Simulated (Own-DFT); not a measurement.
# Which defects push the lattice out? 2H SiC

Calculated, not measured: single-point runs of Own-DFT, a retired in-house plane-wave DFT program that no person has reviewed, on unrelaxed cells, without spin or spin-orbit coupling.

Common settings: PBE; PseudoDojo norm-conserving scalar-relativistic files; cutoff 42 hartree; 4 x 4 x 3 k mesh centred on Gamma; Fermi-Dirac smearing of 0.1 eV.

Keep in mind (not all hold for every row): a neutral cation vacancy leaves holes that likely carry spin, which these runs leave out; some atoms lie very close together; not probed for a lower state with spin; forces on such cells moved up to 12 meV/angstrom on a denser k mesh; forces on such cells passed a denser k mesh, each cell not checked; stress not checked against mesh or cutoff.

All runs share one cell, with vectors in Å (9.248, 0.000, 0.000); (-4.624, 8.009, 0.000); (0.000, 0.000, 10.068) and a volume of 745.7 Å³. The atoms are randomly displaced, by u rms on each axis. The defect's site can differ from row to row.

| cell | formula | u (Å) | P (GPa) |
|---|---|---|---|
| no defect | C36Si36 | 0.0302 | 3.90 |
| no defect | C36Si36 | 0.0307 | 3.88 |
| no defect | C36Si36 | 0.0642 | 7.44 |
| one Si on a C site | C35Si37 | 0.0295 | 10.46 |
| one Si on a C site | C35Si37 | 0.0296 | 10.51 |
| one Si on a C site | C35Si37 | 0.0498 | 12.29 |
| one C vacancy | C35Si36 | 0.0278 | 3.79 |
| one C vacancy | C35Si36 | 0.0279 | ? |
| one C vacancy | C35Si36 | 0.0300 | 3.71 |
| one C vacancy | C35Si36 | 0.0310 | 3.91 |
| one Si vacancy | C36Si35 | 0.0472 | 4.72 |
| one Si vacancy | C36Si35 | 0.0480 | 4.67 |
| one Si vacancy | C36Si35 | 0.0516 | 4.87 |
| two Al on a Si site each | Al2C36Si34 | 0.0281 | 5.72 |
| two Al on a Si site each | Al2C36Si34 | 0.0301 | 5.88 |
| two Al on a Si site each | Al2C36Si34 | 0.0495 | 6.94 |

## Analysis

P = P0 + c u² + a shift for each defect gives P0 = 3.01 GPa, c = 1040 ± 57 GPa/Å² and a scatter of 0.18 GPa. The shifts, and each times the cell's volume:

- one Si on a C site: 6.62 ± 0.15 GPa, 30.8 eV
- two Al on a Si site each: 1.74 ± 0.15 GPa, 8.1 eV (4.0 eV for each of its 2 sites)
- one C vacancy: -0.12 ± 0.16 GPa, -0.5 eV (not resolved)
- one Si vacancy: -0.75 ± 0.15 GPa, -3.5 eV

Positive is outwards. The product with the volume (160.2 GPa Å³ to the eV) is nearly free of the cell's size; divided by the bulk modulus at the cell's pressure it gives the volume that the defect adds. The atoms around the defects weren't relaxed, which would change these numbers.

## Test on the hidden row

Q: what pressure belongs in the blank (one C vacancy, u = 0.0279 Å)?

The fit gives 3.70 ± 0.21 GPa. The hidden result is 3.70 GPa.
